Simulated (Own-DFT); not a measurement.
Simulation results for GaN (wurtzite, strained, atoms displaced)

Computed with Own-DFT development build. A calculation, not a measurement: plane-wave PBE density functional theory by an unreviewed code, no spin, of a simulated periodic cell, stress positive in tension, free energy of the whole cell less one offset for each atom, forces on such cells passed a denser k mesh, this cell's mesh not checked; offsets are fitted by least squares, one for each functional and potential file, so energies compare only between cells with the same atoms and settings and are not formation energies; the far tail of each file's local potential was reset to the Coulomb form; each entry is a single point on an unrelaxed cell, so the pressure reflects the starting lattice, mostly measured values (interpolated for alloys), from which strain is counted, and rises with the displacements; printed positions are rounded, which can move forces by about a meV/angstrom; the program, named Own-DFT, is a retired in-house code; no spin-orbit coupling.

GaN (wurtzite, strained, atoms displaced)

```cif
# cell vector a (Å): 12.7560 0.0000 0.0000
# cell vector b (Å): -4.7835 8.2853 0.0000
# cell vector c (Å): 0.0000 0.0000 10.5256
data_GaN
_symmetry_space_group_name_H-M 'P 1'
_symmetry_Int_Tables_number 1
_cell_length_a 12.7560
_cell_length_b 9.5670
_cell_length_c 10.5256
_cell_angle_alpha 90.000
_cell_angle_beta 90.000
_cell_angle_gamma 120.000
_cell_volume 1112.42
loop_
_atom_site_label
_atom_site_type_symbol
_atom_site_fract_x
_atom_site_fract_y
_atom_site_fract_z
_atom_site_occupancy
Ga1 Ga 0.07822 0.21650 0.99325 1
Ga2 Ga 0.16020 0.11035 0.24969 1
N1 N 0.08360 0.22732 0.17635 1
N2 N 0.16898 0.12169 0.43409 1
Ga3 Ga 0.08887 0.21766 0.50373 1
Ga4 Ga 0.17025 0.11401 0.75452 1
N3 N 0.08712 0.22119 0.68241 1
N4 N 0.16457 0.10470 0.93394 1
Ga5 Ga 0.08615 0.57038 0.99905 1
Ga6 Ga 0.16954 0.44952 0.24565 1
N5 N 0.08203 0.55111 0.18538 1
N6 N 0.16888 0.45621 0.43639 1
Ga7 Ga 0.08321 0.56691 0.50601 1
Ga8 Ga 0.16595 0.44760 0.74822 1
N7 N 0.08556 0.55516 0.69308 1
N8 N 0.16182 0.44630 0.94032 1
Ga9 Ga 0.07939 0.88119 0.99344 1
Ga10 Ga 0.16596 0.77705 0.24892 1
N9 N 0.08999 0.89549 0.18462 1
N10 N 0.16138 0.76854 0.44543 1
Ga11 Ga 0.08509 0.89145 0.49253 1
Ga12 Ga 0.16688 0.78695 0.74991 1
N11 N 0.08407 0.89528 0.69903 1
N12 N 0.16374 0.77794 0.94046 1
Ga13 Ga 0.33102 0.22643 0.00862 1
Ga14 Ga 0.41157 0.11396 0.24970 1
N13 N 0.33132 0.21497 0.19173 1
N14 N 0.42056 0.11293 0.43447 1
Ga15 Ga 0.32874 0.21794 0.50502 1
Ga16 Ga 0.41829 0.11409 0.75366 1
N15 N 0.32878 0.22754 0.68798 1
N16 N 0.41818 0.10818 0.93605 1
Ga17 Ga 0.33578 0.55356 0.99627 1
Ga18 Ga 0.41489 0.45111 0.24435 1
N17 N 0.33367 0.56002 0.19478 1
N18 N 0.41981 0.44752 0.44468 1
Ga19 Ga 0.33276 0.55304 0.49595 1
Ga20 Ga 0.41655 0.44292 0.75515 1
N19 N 0.33752 0.55466 0.68748 1
N20 N 0.40906 0.42915 0.93944 1
Ga21 Ga 0.33283 0.88925 0.99709 1
Ga22 Ga 0.41165 0.77902 0.25147 1
N21 N 0.33601 0.89403 0.17906 1
N22 N 0.41240 0.77287 0.43179 1
Ga23 Ga 0.33181 0.88869 0.49916 1
Ga24 Ga 0.41001 0.77262 0.76103 1
N23 N 0.34219 0.89642 0.68133 1
N24 N 0.42566 0.78000 0.94477 1
Ga25 Ga 0.58764 0.21949 0.99973 1
Ga26 Ga 0.65942 0.10231 0.25850 1
N25 N 0.58779 0.22460 0.19062 1
N26 N 0.66532 0.10437 0.43699 1
Ga27 Ga 0.58717 0.21728 0.49888 1
Ga28 Ga 0.66594 0.10759 0.75030 1
N27 N 0.58785 0.22901 0.69756 1
N28 N 0.66533 0.11163 0.93626 1
Ga29 Ga 0.58170 0.55642 0.00779 1
Ga30 Ga 0.66685 0.43857 0.24966 1
N29 N 0.57958 0.55034 0.18878 1
N30 N 0.67013 0.44000 0.44097 1
Ga31 Ga 0.58152 0.55186 0.50025 1
Ga32 Ga 0.66503 0.43350 0.74185 1
N31 N 0.57777 0.54445 0.68392 1
N32 N 0.66329 0.43127 0.94204 1
Ga33 Ga 0.58056 0.88889 0.99686 1
Ga34 Ga 0.66666 0.76922 0.25020 1
N33 N 0.58430 0.88086 0.18377 1
N34 N 0.66407 0.75916 0.44754 1
Ga35 Ga 0.58110 0.88151 0.49769 1
Ga36 Ga 0.66958 0.78982 0.75430 1
N35 N 0.58008 0.88073 0.68547 1
N36 N 0.66010 0.77372 0.93343 1
Ga37 Ga 0.82365 0.21420 0.99388 1
Ga38 Ga 0.91762 0.11345 0.23843 1
N37 N 0.83507 0.22388 0.19537 1
N38 N 0.91144 0.10884 0.44178 1
Ga39 Ga 0.83224 0.23223 0.49677 1
Ga40 Ga 0.91573 0.10895 0.74956 1
N39 N 0.84059 0.23197 0.68756 1
N40 N 0.91761 0.11366 0.92747 1
Ga41 Ga 0.82829 0.54977 0.00497 1
Ga42 Ga 0.92015 0.44774 0.24682 1
N41 N 0.84257 0.56855 0.19181 1
N42 N 0.91586 0.43868 0.44279 1
Ga43 Ga 0.82932 0.56017 0.49640 1
Ga44 Ga 0.92085 0.44163 0.75240 1
N43 N 0.82850 0.55549 0.69070 1
N44 N 0.91786 0.43548 0.93781 1
Ga45 Ga 0.83980 0.89036 0.99473 1
Ga46 Ga 0.91927 0.77575 0.24638 1
N45 N 0.83095 0.89390 0.18921 1
N46 N 0.90753 0.77122 0.43867 1
Ga47 Ga 0.84405 0.89618 0.49645 1
Ga48 Ga 0.91494 0.77874 0.74914 1
N47 N 0.83198 0.89549 0.69175 1
N48 N 0.91831 0.77377 0.93984 1
```

- functional: PBE
- potential files: PseudoDojo norm-conserving, scalar-relativistic, standard set with the stringent files for Ga
- wave cutoff: 96 hartree
- occupations: Gaussian
- smearing width: 0.01 eV
- k mesh: 3 x 4 x 3 centred on Gamma
- free energy of cell above offsets: -4.872 eV
- pressure: 4.34 GPa
- stress xx: -4.4 GPa
- stress yy: -7.83 GPa
- stress zz: -0.78 GPa
- stress yz: 0.26 GPa
- stress xz: -0.41 GPa
- stress xy: 0.12 GPa

Force:
```
element  x (eV/Å)  y (eV/Å)  z (eV/Å)
     Ga     0.568     1.002     -0.14
     Ga     0.362     0.779    -0.648
      N     0.471    -0.406     1.055
      N     0.961    -2.034    -0.388
     Ga    -2.923      1.74    -0.613
     Ga    -0.762     0.332    -0.459
      N    -0.541     0.191     1.452
      N    -0.085      0.51     1.299
     Ga     0.177    -2.967     0.336
     Ga     -0.56    -0.766     0.873
      N     0.002     1.456     0.034
      N    -0.157    -1.277     0.016
     Ga     0.533    -3.537     0.411
     Ga     1.278    -0.719     0.342
      N     -0.71     1.448    -0.534
      N     1.081     0.268    -0.481
     Ga     0.096     1.516     0.963
     Ga     0.463     -0.13    -0.063
      N     -0.71    -0.883     0.318
      N    -0.097     3.139    -1.825
     Ga    -0.801    -0.089     1.127
     Ga     1.026    -0.748    -0.104
      N    -0.149     -0.59    -1.985
      N     1.127     1.045    -1.215
     Ga     0.491    -2.403    -0.533
     Ga     2.009     -0.46     0.198
      N    -1.685     1.662    -0.427
      N    -0.846    -0.383     0.675
     Ga     1.236     1.244     -0.56
     Ga    -0.287     0.383    -0.622
      N     1.513    -0.988     0.122
      N    -0.534     0.342     0.696
     Ga    -1.084    -0.304     0.712
     Ga      0.58    -1.233     1.891
      N     0.061    -0.181    -1.848
      N    -0.699    -1.312    -1.642
     Ga    -0.032     0.174      0.69
     Ga     0.364     0.414    -0.882
      N    -1.155      0.36     0.457
      N     0.401     2.244     0.189
     Ga     0.217     0.168     0.019
     Ga     1.019      0.59    -0.743
      N    -0.518    -0.454     1.341
      N      0.08     0.868     0.893
     Ga      0.82     0.082    -0.344
     Ga     1.016     0.159    -1.698
      N    -1.087    -0.577     1.384
      N    -2.923    -1.295    -1.049
     Ga    -1.425     -0.35     0.812
     Ga     1.054     0.104     -1.69
      N    -0.572    -1.057    -0.466
      N     0.018    -0.159     0.981
     Ga    -0.863     0.342     0.706
     Ga     0.354      0.17     -0.75
      N    -0.013    -3.672    -2.143
      N      0.14    -1.246    -0.404
     Ga     0.612    -0.719    -1.688
     Ga     0.063     0.842     0.659
      N     0.742    -0.062     0.185
      N    -1.166    -0.533    -0.978
     Ga     0.533    -1.507     1.021
     Ga    -0.979     3.452       1.8
      N     0.526     0.892     1.305
      N     -0.58     2.019    -0.354
     Ga     2.125     0.855     1.353
     Ga    -0.512     0.715     0.958
      N    -0.792     0.454     0.744
      N    -0.086     3.205    -1.868
     Ga     0.365    -0.581     0.282
     Ga     0.249    -2.221    -1.298
      N    -0.915     1.076     0.384
      N     1.078     0.237      1.25
     Ga     1.814     0.934     1.405
     Ga    -0.043     0.308     1.823
      N     -1.31    -0.149    -1.372
      N     1.049     1.108    -1.066
     Ga     1.158    -2.229     0.967
     Ga     0.353     1.273    -1.437
      N    -0.866    -1.655    -0.282
      N    -0.569     -0.82      1.65
     Ga     0.679     -0.23     -0.88
     Ga    -0.156    -0.724     0.995
      N    -0.715     -2.44    -0.738
      N    -0.528     2.847    -1.232
     Ga     1.451    -1.254     1.422
     Ga    -1.246     0.988     0.123
      N     1.499     0.464    -0.567
      N    -0.913     1.098     0.525
     Ga    -1.349    -0.198     0.471
     Ga    -0.675     2.236     0.615
      N      1.31    -1.073    -0.965
      N      2.31     1.384    -1.002
     Ga     -2.48    -0.546     1.079
     Ga     -0.39    -0.411     0.095
      N     0.982    -0.949     -0.76
      N    -0.928    -0.598    -0.362
```
